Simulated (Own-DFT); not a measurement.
# What random displacements cost in a stack of Si and Ge or SiGe layers, 96 atoms (Ge48Si48)

All numbers below are calculated, not measured. The program, named Own-DFT, is a retired in-house plane-wave density functional code that no person has reviewed. Each row is one single-point run on a periodic cell that was not relaxed, without spin or spin-orbit coupling.

Settings of every run: PBE; PseudoDojo norm-conserving scalar-relativistic files; cutoff 42 hartree; 3 x 3 x 2 k mesh centred on Gamma; Fermi-Dirac smearing of 0.1 eV.

Known limits: forces on such cells moved up to 12 meV/angstrom on a denser k mesh; stress not checked against mesh or cutoff.

Cell vectors in Å: (10.862, 0.000, 0.000); (0.000, 10.862, 0.000); (0.000, 0.000, 16.293). In each run every atom was moved at random and independently from its ideal site; u is the rms move along one axis. The random placing of the alloy's atoms differs from row to row. E is the free energy for each atom above the fitted value at u = 0, and F the rms of the force components.

```
run,u (Å),E (meV/atom),F (eV/Å),largest force (eV/Å),P (GPa)
1,0.0308,19.1,0.610,2.26,9.19
2,0.0322,20.6,0.625,1.93,9.21
3,0.0602,80.1,1.177,4.36,9.96
4,0.0638,85.7,1.193,3.88,10.02
5,0.0971,177.2,1.744,8.04,11.03
6,0.0999,?,?,?,?
7,0.1066,231.5,2.143,12.52,11.71
```

## Worked fit

For small independent moves the energy grows as E = (3/2) K u², with K the mean stiffness felt by one atom. The runs with u up to 0.11 Å give K = 13.6 ± 0.5 eV/Å², with residuals divided by u² + 0.0006 Å², since the noise grows with the moves. The scatter is 3.4 meV/atom at u = 0.05 Å. The forces follow F = G u with G = 19.3 eV/Å²; no force at u = 0 is resolved. G exceeds K because the moves of its neighbours add to the force on an atom, and stiffness differs between atoms. The pressure follows P = 9.02 + 230 u² GPa: at fixed volume, shortened bonds push harder than stretched ones pull.

## Withheld run

Question: what energy and rms force should run 6 give?

The fit gives 204 ± 14 meV/atom and about 1.93 eV/Å. The calculation gave 197.1 meV/atom and 1.821 eV/Å.
